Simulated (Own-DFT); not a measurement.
# How strain changes the stress of wurtzite AlGaN with randomly placed atoms, 128 atoms (Al48Ga16N64)

These are calculations, not measurements. The program, named Own-DFT, is a retired in-house plane-wave density functional code that no person has reviewed. Each row is one single-point run on a periodic cell that was not relaxed, without spin or spin-orbit coupling.

Settings of every run: PBE; PseudoDojo norm-conserving scalar-relativistic files (stringent for Ga); cutoff 96 hartree; 3 x 3 x 3 k mesh centred on Gamma; Gaussian smearing of 0.01 eV.

Known limits: k mesh not checked against a denser one; stress not checked against mesh or cutoff.

Unstrained cell vectors in Å: (12.525, 0.000, 0.000); (-6.263, 10.847, 0.000); (0.000, 0.000, 10.066). The unstrained cell has measured lattice constants (interpolated for alloys), not those of this functional. That, the random moves and any unrelaxed bonds set the pressure at no strain. Each run strains this cell uniformly, with the atoms carried along. Every atom was also moved at random, by a Gaussian of width 0.05 Å on each axis. The random placing of the alloy's atoms differs from row to row. Strain is the symmetric tensor, in per cent. Stress is positive in tension, and the pressure is minus a third of its trace.

| run | e_xx (%) | e_yy (%) | e_zz (%) | s_xx (GPa) | s_yy (GPa) | s_zz (GPa) | P (GPa) | E (meV/atom) |
|---|---|---|---|---|---|---|---|---|
| 1 | -2.25 | -2.25 | 0.00 | -20.98 | -22.09 | -9.04 | 17.37 | 51.0 |
| 2 | -1.00 | -1.00 | 0.00 | -9.85 | -13.71 | -9.11 | 10.89 | 24.9 |
| 3 | 2.50 | 2.50 | 0.00 | 5.77 | 6.91 | -3.19 | -3.16 | 5.3 |
| 4 | 2.75 | 2.75 | 0.00 | 7.21 | 7.75 | -3.29 | -3.89 | 9.6 |
| 5 | -0.50 | -0.50 | 0.00 | -9.64 | -8.95 | -6.61 | 8.40 | 6.0 |
| 6 | -2.50 | -2.50 | 0.00 | -22.17 | -21.69 | -11.63 | 18.50 | 52.8 |
| 7 | 3.00 | 3.00 | 0.00 | 8.43 | 8.49 | -1.65 | -5.09 | 0.0 |
| 8 | -1.25 | -1.25 | 0.00 | -14.39 | -15.97 | -7.19 | 12.52 | 36.9 |
| 9 | -0.25 | -0.25 | 0.00 | ? | ? | ? | ? | ? |

E is the free energy for each atom above the lowest run shown.

## Worked fit

The change of volume is close to e_xx + e_yy + e_zz. A straight line through the runs shown gives P = 7.43 - 209 x (fractional change of volume) GPa, with an error of 6 on the slope and a scatter of 0.69 GPa. The strain isn't the same on all axes and the cell isn't cubic, so the slope belongs to this path and is not the bulk modulus.

## Withheld run

Question: what pressure should run 9 give? Its volume changes by -0.50 %.

The line gives 8.5 GPa. The calculation gave 7.46 GPa.
